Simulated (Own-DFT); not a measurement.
Simulation results for Si47N64 (beta silicon nitride with one vacancy, atoms displaced)

A calculation, not a measurement: plane-wave PBE density functional theory by an unreviewed code, no spin, of a simulated periodic cell, stress positive in tension, free energy of the whole cell less one offset for each atom, defect cell not probed for a lower state with spin; forces on such cells moved up to 12 meV/angstrom on a denser k mesh; offsets are fitted by least squares, one for each functional and potential file, so energies compare only between cells with the same atoms and settings and are not formation energies; the far tail of each file's local potential was reset to the Coulomb form; each entry is a single point on an unrelaxed cell, so the pressure reflects the starting lattice, mostly measured values (interpolated for alloys), from which strain is counted, and rises with the displacements; printed positions are rounded, which can move forces by about a meV/angstrom; the program, named Own-DFT, is a retired in-house code; no spin-orbit coupling; before rounding, a Quantum ESPRESSO 7.3.1 run of the same cell and cutoff gave forces within 1 meV/angstrom rms on each cell, which checks the program and not the settings. Program: Own-DFT development build.

Common to all runs: functional PBE; potential files PseudoDojo norm-conserving, scalar-relativistic, standard set; wave cutoff 42 hartree; occupations Fermi-Dirac; smearing width 0.1 eV; k mesh 2 x 2 x 4 centred on Gamma.

```yaml
- entry: 1
  formula: Si47N64
  kind: "beta silicon nitride with one vacancy, atoms displaced"
  structure:
    cell_angstrom: [[15.212, 0.0, 0.0], [-7.606, 13.174, 0.0], [0.0, 0.0, 5.818]]
    atoms_fractional:
      - [Si, 0.08903, 0.38648, 0.12071]
      - [Si, 0.11609, 0.20422, 0.12865]
      - [Si, 0.29662, 0.41129, 0.12793]
      - [Si, 0.41621, 0.11839, 0.37783]
      - [Si, 0.3849, 0.29859, 0.37809]
      - [Si, 0.20086, 0.089, 0.37626]
      - ["N", 0.1669, 0.01971, 0.12604]
      - ["N", 0.48624, 0.15441, 0.12314]
      - ["N", 0.35045, 0.33748, 0.12559]
      - ["N", 0.3325, 0.48532, 0.37549]
      - ["N", 0.01341, 0.34822, 0.36745]
      - ["N", 0.14917, 0.16124, 0.38237]
      - ["N", 0.164, 0.33351, 0.13078]
      - ["N", 0.33691, 0.17022, 0.37217]
      - [Si, 0.08353, 0.38394, 0.62955]
      - [Si, 0.11615, 0.20134, 0.62301]
      - [Si, 0.29543, 0.41088, 0.61576]
      - [Si, 0.41774, 0.11513, 0.87298]
      - [Si, 0.38665, 0.30015, 0.86827]
      - [Si, 0.20221, 0.08596, 0.88489]
      - ["N", 0.16416, 0.01563, 0.62991]
      - ["N", 0.48073, 0.14771, 0.63314]
      - ["N", 0.34835, 0.33584, 0.62712]
      - ["N", 0.32978, 0.48092, 0.86483]
      - ["N", 0.01805, 0.34939, 0.87114]
      - ["N", 0.1527, 0.17029, 0.87238]
      - ["N", 0.168, 0.3365, 0.62748]
      - ["N", 0.33251, 0.16599, 0.8781]
      - [Si, 0.08511, 0.88523, 0.13039]
      - [Si, 0.30169, 0.91288, 0.12685]
      - [Si, 0.41268, 0.61729, 0.37967]
      - [Si, 0.38224, 0.79415, 0.3798]
      - [Si, 0.20193, 0.58825, 0.37882]
      - ["N", 0.16917, 0.52057, 0.12559]
      - ["N", 0.48609, 0.65058, 0.13164]
      - ["N", 0.34814, 0.83491, 0.12501]
      - ["N", 0.33658, 0.98146, 0.37618]
      - ["N", 0.01557, 0.85052, 0.37111]
      - ["N", 0.15126, 0.66819, 0.37477]
      - ["N", 0.16429, 0.8319, 0.12728]
      - ["N", 0.33555, 0.66568, 0.36937]
      - [Si, 0.08823, 0.88506, 0.62838]
      - [Si, 0.11532, 0.70061, 0.62783]
      - [Si, 0.29717, 0.91433, 0.62681]
      - [Si, 0.41308, 0.61492, 0.8814]
      - [Si, 0.38698, 0.79929, 0.8655]
      - [Si, 0.20071, 0.58768, 0.87979]
      - ["N", 0.16515, 0.51599, 0.62142]
      - ["N", 0.48521, 0.65121, 0.62521]
      - ["N", 0.34969, 0.83612, 0.62729]
      - ["N", 0.33431, 0.98666, 0.87547]
      - ["N", 0.01632, 0.84977, 0.87248]
      - ["N", 0.15062, 0.66501, 0.87238]
      - ["N", 0.16313, 0.83089, 0.62906]
      - ["N", 0.33273, 0.66551, 0.86731]
      - [Si, 0.58345, 0.38182, 0.12527]
      - [Si, 0.61132, 0.19611, 0.13223]
      - [Si, 0.79705, 0.41085, 0.12473]
      - [Si, 0.90909, 0.11616, 0.37216]
      - [Si, 0.88172, 0.29689, 0.36824]
      - [Si, 0.70138, 0.08714, 0.38214]
      - ["N", 0.66592, 0.01345, 0.12401]
      - ["N", 0.98447, 0.14522, 0.1176]
      - ["N", 0.8476, 0.32995, 0.13054]
      - ["N", 0.83579, 0.48461, 0.38159]
      - ["N", 0.51611, 0.35084, 0.37621]
      - ["N", 0.65504, 0.17117, 0.37551]
      - ["N", 0.66415, 0.3325, 0.12073]
      - ["N", 0.8318, 0.16634, 0.37638]
      - [Si, 0.59172, 0.38513, 0.6252]
      - [Si, 0.61656, 0.20162, 0.62343]
      - [Si, 0.79671, 0.41148, 0.63436]
      - [Si, 0.91489, 0.11879, 0.87381]
      - [Si, 0.88108, 0.29718, 0.87558]
      - [Si, 0.70059, 0.08538, 0.8666]
      - ["N", 0.66642, 0.01798, 0.62135]
      - ["N", 0.98414, 0.15082, 0.62238]
      - ["N", 0.84917, 0.33658, 0.61566]
      - ["N", 0.83264, 0.48246, 0.87484]
      - ["N", 0.51282, 0.34683, 0.87561]
      - ["N", 0.65494, 0.17103, 0.87066]
      - ["N", 0.66967, 0.33778, 0.62994]
      - ["N", 0.83101, 0.16351, 0.87228]
      - [Si, 0.58395, 0.88442, 0.1323]
      - [Si, 0.61156, 0.7008, 0.12451]
      - [Si, 0.79821, 0.91407, 0.12626]
      - [Si, 0.90953, 0.6144, 0.37934]
      - [Si, 0.88449, 0.79683, 0.37496]
      - [Si, 0.70397, 0.58745, 0.3776]
      - ["N", 0.6634, 0.51505, 0.11767]
      - ["N", 0.98192, 0.64792, 0.12513]
      - ["N", 0.84696, 0.83036, 0.12382]
      - ["N", 0.83407, 0.98258, 0.37743]
      - ["N", 0.51454, 0.84928, 0.36839]
      - ["N", 0.65109, 0.66725, 0.37635]
      - ["N", 0.66763, 0.83455, 0.12784]
      - ["N", 0.8329, 0.66826, 0.36949]
      - [Si, 0.58729, 0.88652, 0.62425]
      - [Si, 0.61627, 0.70389, 0.63072]
      - [Si, 0.79974, 0.91871, 0.61619]
      - [Si, 0.91126, 0.6159, 0.87736]
      - [Si, 0.88302, 0.79573, 0.8726]
      - [Si, 0.70116, 0.58808, 0.88075]
      - ["N", 0.66935, 0.52084, 0.63173]
      - ["N", 0.98634, 0.65162, 0.62346]
      - ["N", 0.85033, 0.83321, 0.62198]
      - ["N", 0.83548, 0.9868, 0.88207]
      - ["N", 0.51495, 0.85101, 0.86831]
      - ["N", 0.65154, 0.6674, 0.873]
      - ["N", 0.66555, 0.83288, 0.62726]
      - ["N", 0.83385, 0.66544, 0.86971]
  results:
    "free_energy_of_cell_above_offsets [eV]": "-5.193"
    "pressure [GPa]": 5.9
    "stress_xx [GPa]": -6.48
    "stress_yy [GPa]": -4.33
    "stress_zz [GPa]": -6.89
    "stress_yz [GPa]": 1.25
    "stress_xz [GPa]": 0.18
    "stress_xy [GPa]": 0.79
    force_element: [Si, Si, Si, Si, Si, Si, "N", "N", "N", "N", "N", "N", "N", "N", Si, Si, Si, Si, Si, Si, "N", "N", "N", "N", "N", "N", "N", "N", Si, Si, Si, Si, Si, "N", "N", "N", "N", "N", "N", "N", "N", Si, Si, Si, Si, Si, Si, "N", "N", "N", "N", "N", "N", "N", "N", Si, Si, Si, Si, Si, Si, "N", "N", "N", "N", "N", "N", "N", "N", Si, Si, Si, Si, Si, Si, "N", "N", "N", "N", "N", "N", "N", "N", Si, Si, Si, Si, Si, Si, "N", "N", "N", "N", "N", "N", "N", "N", Si, Si, Si, Si, Si, Si, "N", "N", "N", "N", "N", "N", "N", "N"]
    "force_x [eV/angstrom]": [-0.466, 0.126, -1.228, -1.977, -0.186, 3.025, -0.522, 0.083, 1.24, 0.461, -0.226, -2.118, 1.357, -0.565, 1.951, -1.217, -0.709, -4.288, -1.262, 0.071, 0.141, 3.632, 1.077, 0.649, -2.876, 0.638, -0.944, 1.031, 1.643, -2.813, 0.858, -0.948, -0.481, -0.229, -1.456, 2.9, 0.073, -0.679, 0.787, 0.562, -1.551, -0.522, -0.48, -0.736, -0.844, -1.489, 0.213, -0.198, 0.17, 0.326, 0.618, -1.13, -0.019, 1.524, 0.509, 1.112, 0.614, -1.201, 1.808, 2.0, 0.894, -0.861, -0.219, -1.444, -0.349, -0.054, 0.178, 0.892, -0.704, -1.873, -1.556, 0.08, -0.281, 1.4, 0.757, -0.517, 0.168, 1.21, 0.417, 1.239, 0.093, -0.066, -0.312, 2.154, 2.318, -0.111, 2.04, 0.035, -0.879, -0.133, -0.933, -0.291, 0.009, -0.961, 0.019, -1.013, 0.285, 0.854, -0.094, 0.201, 2.292, 0.661, 0.951, -0.336, -1.65, -1.222, 0.11, 0.568, -0.419, 0.143, -1.526]
    "force_y [eV/angstrom]": [0.884, -0.288, 1.088, -1.407, 0.247, -0.959, -1.918, -1.133, -0.76, 0.333, 0.18, 1.788, -0.222, -1.278, 0.769, 1.708, 1.016, -0.172, -1.886, 1.888, 0.289, 1.597, -0.487, 1.373, -0.97, -0.952, -2.133, 0.637, -0.501, -1.191, -1.062, 0.478, 1.315, -2.615, -0.894, -1.059, 2.624, 0.145, -0.285, 1.673, 0.564, -0.323, -0.1, -1.277, -0.806, -1.686, 1.148, -1.194, -0.15, 0.088, -0.471, 0.051, 0.084, 1.63, 0.924, 0.846, 3.547, 0.688, 0.025, -0.307, 0.503, 1.393, 0.461, 1.127, -1.242, 0.042, -1.353, -0.978, -0.046, 1.257, 2.025, 1.505, -0.951, -0.684, 0.907, -1.776, -0.086, -1.095, 0.45, 0.934, -1.372, -2.958, 1.495, -0.391, 1.755, -1.549, 0.948, 0.164, 0.414, -0.627, -0.15, 0.951, 2.585, -0.035, -0.528, -0.409, -0.69, -1.256, 0.03, -3.318, -0.07, 0.12, 0.832, -2.406, -0.863, 1.184, -0.044, 0.655, -0.142, 1.719, 0.425]
    "force_z [eV/angstrom]": [0.948, -0.563, -1.204, -0.568, -0.477, 0.812, 1.426, 0.935, 0.055, -0.755, 0.647, -1.421, 0.096, 0.272, -2.876, 0.8, 1.047, 2.073, 1.385, -2.219, -0.44, -2.648, -1.045, 1.849, 1.561, 1.172, -0.43, -0.201, -1.522, -0.55, 0.099, -1.352, -0.709, 0.479, -0.671, -0.316, 0.098, 1.622, 1.028, 0.009, 0.287, -0.732, -0.32, 0.239, -1.16, 2.104, -1.231, 1.06, 0.908, -0.796, 0.295, 0.832, -0.711, -0.068, 0.344, -0.428, -2.088, 0.957, -0.13, 1.944, -2.823, 0.304, 1.862, -2.328, -0.515, 0.814, 0.474, 0.476, -0.093, 0.442, 0.724, -1.749, -0.469, -1.063, 2.364, 0.272, -0.589, 1.559, 0.94, -0.922, 0.992, -0.339, 0.034, -2.512, 0.637, -0.677, -1.112, -0.454, -0.752, 2.0, 0.548, -0.025, -1.836, 2.372, -0.069, -0.089, 0.378, -0.58, -1.478, 3.785, -0.088, 0.088, -0.663, -0.915, 0.58, 0.303, -1.629, 0.975, 1.105, -0.091, 0.078]
- entry: 2
  formula: Si47N64
  kind: "beta silicon nitride with one vacancy, atoms displaced"
  structure:
    cell_angstrom: [[15.212, 0.0, 0.0], [-7.606, 13.174, 0.0], [0.0, 0.0, 5.818]]
    atoms_fractional:
      - [Si, 0.08697, 0.38262, 0.11992]
      - [Si, 0.11616, 0.20254, 0.12463]
      - [Si, 0.29503, 0.41152, 0.1318]
      - [Si, 0.4124, 0.11734, 0.37564]
      - [Si, 0.38511, 0.2961, 0.37494]
      - [Si, 0.19963, 0.08696, 0.37334]
      - ["N", 0.167, 0.01667, 0.12068]
      - ["N", 0.48114, 0.14876, 0.12874]
      - ["N", 0.34972, 0.33247, 0.13156]
      - ["N", 0.3373, 0.48489, 0.36647]
      - ["N", 0.01597, 0.34997, 0.36934]
      - ["N", 0.14999, 0.16919, 0.37898]
      - ["N", 0.16585, 0.33296, 0.12764]
      - ["N", 0.33592, 0.16923, 0.36817]
      - [Si, 0.08591, 0.38483, 0.62853]
      - [Si, 0.11653, 0.20106, 0.63125]
      - [Si, 0.29948, 0.41164, 0.6158]
      - [Si, 0.41734, 0.11626, 0.87767]
      - [Si, 0.38386, 0.29819, 0.86925]
      - [Si, 0.20388, 0.0877, 0.87815]
      - ["N", 0.16311, 0.01265, 0.62994]
      - ["N", 0.48579, 0.1493, 0.62255]
      - ["N", 0.34508, 0.32904, 0.62676]
      - ["N", 0.33239, 0.48386, 0.88594]
      - ["N", 0.01122, 0.34763, 0.87109]
      - ["N", 0.15335, 0.16799, 0.87482]
      - ["N", 0.16544, 0.33143, 0.62853]
      - ["N", 0.33396, 0.17046, 0.87267]
      - [Si, 0.08515, 0.88309, 0.12537]
      - [Si, 0.11769, 0.70032, 0.12877]
      - [Si, 0.29688, 0.91099, 0.11521]
      - [Si, 0.41391, 0.61835, 0.37621]
      - [Si, 0.38461, 0.79978, 0.37283]
      - [Si, 0.19873, 0.58407, 0.38003]
      - ["N", 0.16511, 0.51286, 0.13634]
      - ["N", 0.48218, 0.64973, 0.12931]
      - ["N", 0.34959, 0.83313, 0.12874]
      - ["N", 0.33484, 0.98503, 0.37743]
      - ["N", 0.01213, 0.84994, 0.37226]
      - ["N", 0.15024, 0.66633, 0.37491]
      - ["N", 0.16455, 0.83278, 0.1213]
      - ["N", 0.33344, 0.66357, 0.37537]
      - [Si, 0.08188, 0.87875, 0.62453]
      - [Si, 0.11519, 0.70383, 0.62322]
      - [Si, 0.30033, 0.9107, 0.62369]
      - [Si, 0.41399, 0.61378, 0.86679]
      - [Si, 0.38892, 0.80009, 0.86696]
      - [Si, 0.2056, 0.58663, 0.87686]
      - ["N", 0.16663, 0.51796, 0.62324]
      - ["N", 0.48608, 0.65151, 0.62564]
      - ["N", 0.34763, 0.83343, 0.62695]
      - ["N", 0.33322, 0.98759, 0.88252]
      - ["N", 0.01332, 0.84712, 0.87118]
      - ["N", 0.14803, 0.66513, 0.87539]
      - ["N", 0.1653, 0.83551, 0.62831]
      - ["N", 0.33309, 0.66837, 0.87575]
      - [Si, 0.58448, 0.38429, 0.1197]
      - [Si, 0.61325, 0.20175, 0.13139]
      - [Si, 0.79868, 0.41085, 0.12252]
      - [Si, 0.91611, 0.11686, 0.37946]
      - [Si, 0.88139, 0.29368, 0.37676]
      - [Si, 0.70361, 0.08703, 0.38171]
      - ["N", 0.66605, 0.01534, 0.12454]
      - ["N", 0.98768, 0.15068, 0.12379]
      - ["N", 0.85197, 0.33619, 0.12411]
      - ["N", 0.83327, 0.48182, 0.37026]
      - ["N", 0.51344, 0.3502, 0.36171]
      - ["N", 0.65152, 0.17135, 0.38058]
      - ["N", 0.66524, 0.33181, 0.12303]
      - ["N", 0.83407, 0.16361, 0.37762]
      - [Si, 0.58764, 0.38606, 0.6356]
      - [Si, 0.6159, 0.20036, 0.62601]
      - [Si, 0.79737, 0.41199, 0.62929]
      - [Si, 0.91713, 0.1147, 0.88054]
      - [Si, 0.88244, 0.29631, 0.87625]
      - ["N", 0.66889, 0.01555, 0.62497]
      - ["N", 0.98683, 0.15162, 0.62231]
      - ["N", 0.84843, 0.32833, 0.62406]
      - ["N", 0.83783, 0.48325, 0.87253]
      - ["N", 0.51502, 0.3461, 0.88046]
      - ["N", 0.64709, 0.1667, 0.8724]
      - ["N", 0.66636, 0.33296, 0.61904]
      - ["N", 0.83601, 0.16799, 0.87779]
      - [Si, 0.58331, 0.88322, 0.12566]
      - [Si, 0.61199, 0.69939, 0.12647]
      - [Si, 0.80205, 0.91516, 0.12807]
      - [Si, 0.91616, 0.61772, 0.37112]
      - [Si, 0.88338, 0.79539, 0.37394]
      - [Si, 0.70078, 0.58846, 0.38037]
      - ["N", 0.66516, 0.51794, 0.12424]
      - ["N", 0.98608, 0.65361, 0.11755]
      - ["N", 0.84969, 0.83401, 0.12176]
      - ["N", 0.82828, 0.98108, 0.36841]
      - ["N", 0.51799, 0.84822, 0.37461]
      - ["N", 0.65275, 0.6693, 0.37167]
      - ["N", 0.66689, 0.83614, 0.12305]
      - ["N", 0.83088, 0.66407, 0.37532]
      - [Si, 0.58871, 0.88423, 0.62143]
      - [Si, 0.61738, 0.70021, 0.6429]
      - [Si, 0.79958, 0.91137, 0.62874]
      - [Si, 0.91477, 0.61908, 0.87119]
      - [Si, 0.88203, 0.79822, 0.87341]
      - [Si, 0.70042, 0.59069, 0.87056]
      - ["N", 0.66555, 0.51683, 0.62229]
      - ["N", 0.9832, 0.64818, 0.6363]
      - ["N", 0.84797, 0.83284, 0.62284]
      - ["N", 0.83278, 0.97782, 0.8802]
      - ["N", 0.51452, 0.85295, 0.86334]
      - ["N", 0.65242, 0.66785, 0.87037]
      - ["N", 0.66823, 0.83029, 0.62032]
      - ["N", 0.8351, 0.66703, 0.87338]
  results:
    "free_energy_of_cell_above_offsets [eV]": "-4.837"
    "pressure [GPa]": 5.97
    "stress_xx [GPa]": -6.31
    "stress_yy [GPa]": -3.82
    "stress_zz [GPa]": -7.77
    "stress_yz [GPa]": 1.02
    "stress_xz [GPa]": -0.25
    "stress_xy [GPa]": 0.51
    force_element: [Si, Si, Si, Si, Si, Si, "N", "N", "N", "N", "N", "N", "N", "N", Si, Si, Si, Si, Si, Si, "N", "N", "N", "N", "N", "N", "N", "N", Si, Si, Si, Si, Si, Si, "N", "N", "N", "N", "N", "N", "N", "N", Si, Si, Si, Si, Si, Si, "N", "N", "N", "N", "N", "N", "N", "N", Si, Si, Si, Si, Si, Si, "N", "N", "N", "N", "N", "N", "N", "N", Si, Si, Si, Si, Si, "N", "N", "N", "N", "N", "N", "N", "N", Si, Si, Si, Si, Si, Si, "N", "N", "N", "N", "N", "N", "N", "N", Si, Si, Si, Si, Si, Si, "N", "N", "N", "N", "N", "N", "N", "N"]
    "force_x [eV/angstrom]": [-0.674, 0.485, 0.854, 0.012, -0.356, 1.297, -0.673, 1.377, -1.137, 0.132, -0.694, 1.251, 0.242, -1.59, 0.665, -0.64, -1.753, -1.928, 0.098, 0.676, -0.459, -0.744, 0.281, 0.528, 1.5, -0.031, 0.165, 1.261, 0.5, -1.772, -0.97, -0.095, 1.541, 1.387, -0.239, 1.17, -0.111, 0.237, 0.619, 0.456, 0.938, -2.012, 0.623, -0.128, -3.223, -1.883, -1.363, -1.123, -0.249, 0.737, 1.189, 0.7, -0.759, 1.458, 1.558, 1.472, 2.117, 0.755, -1.358, -0.989, 1.135, -1.123, -0.413, -0.123, 0.407, 0.523, 0.8, 2.015, -0.173, 0.14, 0.517, -0.628, 0.345, -3.034, -0.422, -0.179, 0.248, -1.613, -0.143, -1.239, 0.036, -0.366, 1.519, 1.873, -0.303, -2.05, -1.171, -0.799, 0.826, -0.51, 0.53, 0.195, 1.436, -2.743, -0.18, 0.499, 0.803, 1.641, -2.302, -2.062, -1.103, 1.397, 3.338, -0.652, 1.376, 0.881, 1.056, 0.952, 0.166, -0.69, -1.963]
    "force_y [eV/angstrom]": [-0.165, 0.955, -0.911, -1.132, 0.136, 0.209, -1.066, 0.641, 0.905, 0.682, -0.298, -1.264, -0.371, -1.665, -0.507, 1.399, 0.197, 0.524, -0.586, 0.219, 0.581, -0.188, 1.042, -0.064, 1.263, -0.614, 1.175, -1.566, 0.369, 1.557, 0.623, -1.047, -1.828, 1.695, 0.479, 0.229, 0.415, -0.665, 0.135, -0.612, -0.359, 1.48, 1.974, 0.478, 2.253, 0.184, -1.511, 0.474, -1.873, -0.316, -0.601, -1.112, 0.07, -0.898, -1.183, -0.112, 0.992, -0.596, 0.136, -1.372, 0.298, -0.014, -0.214, -0.558, -0.566, 1.409, 0.667, -1.559, 1.084, 0.965, -0.99, 0.762, -0.703, -0.981, -1.416, -1.064, -0.738, 1.579, 0.974, 0.261, 0.353, 0.507, -0.728, 2.052, 2.568, -2.257, -1.373, -0.803, -0.176, -0.484, -0.207, -0.129, 2.413, -1.272, -0.713, -1.813, 0.747, 1.678, 2.291, 0.361, -1.858, -0.916, -1.432, -0.485, 0.851, -0.303, 3.186, 0.034, -0.619, 0.185, 0.161]
    "force_z [eV/angstrom]": [0.518, 0.144, -1.311, 0.542, -0.19, 1.002, 1.219, 0.24, -1.423, 2.237, 0.905, -0.668, -0.201, 0.481, -1.322, -0.586, 1.643, -0.914, 2.174, -1.381, -0.952, 0.213, -1.047, -2.39, 0.546, 0.865, -0.053, -0.114, -0.835, -1.516, 2.363, 0.023, 0.68, -0.96, -2.069, -1.635, -1.738, -0.631, 0.136, 0.886, 0.306, 0.193, -0.095, 1.105, 0.278, 1.985, 1.522, 0.75, 1.703, -0.061, -0.688, -1.898, 0.963, -0.283, -0.382, -0.24, 1.394, -1.84, 0.058, -1.051, -0.849, -0.967, 1.549, 1.01, 0.572, 0.889, 3.0, -1.268, 0.053, -0.214, -2.55, 0.969, -1.466, -1.189, 0.031, -0.778, 1.209, 0.137, 0.505, -1.856, 1.976, 0.328, 0.176, -1.57, 0.413, -0.571, 0.329, -0.381, -1.928, -0.512, 1.454, 0.888, 2.617, 0.279, 1.461, -0.244, 0.081, 0.284, -5.546, -0.933, 1.726, -0.029, 1.186, 1.179, -3.626, -0.286, -1.347, 1.245, 3.451, 0.601, -0.083]
```
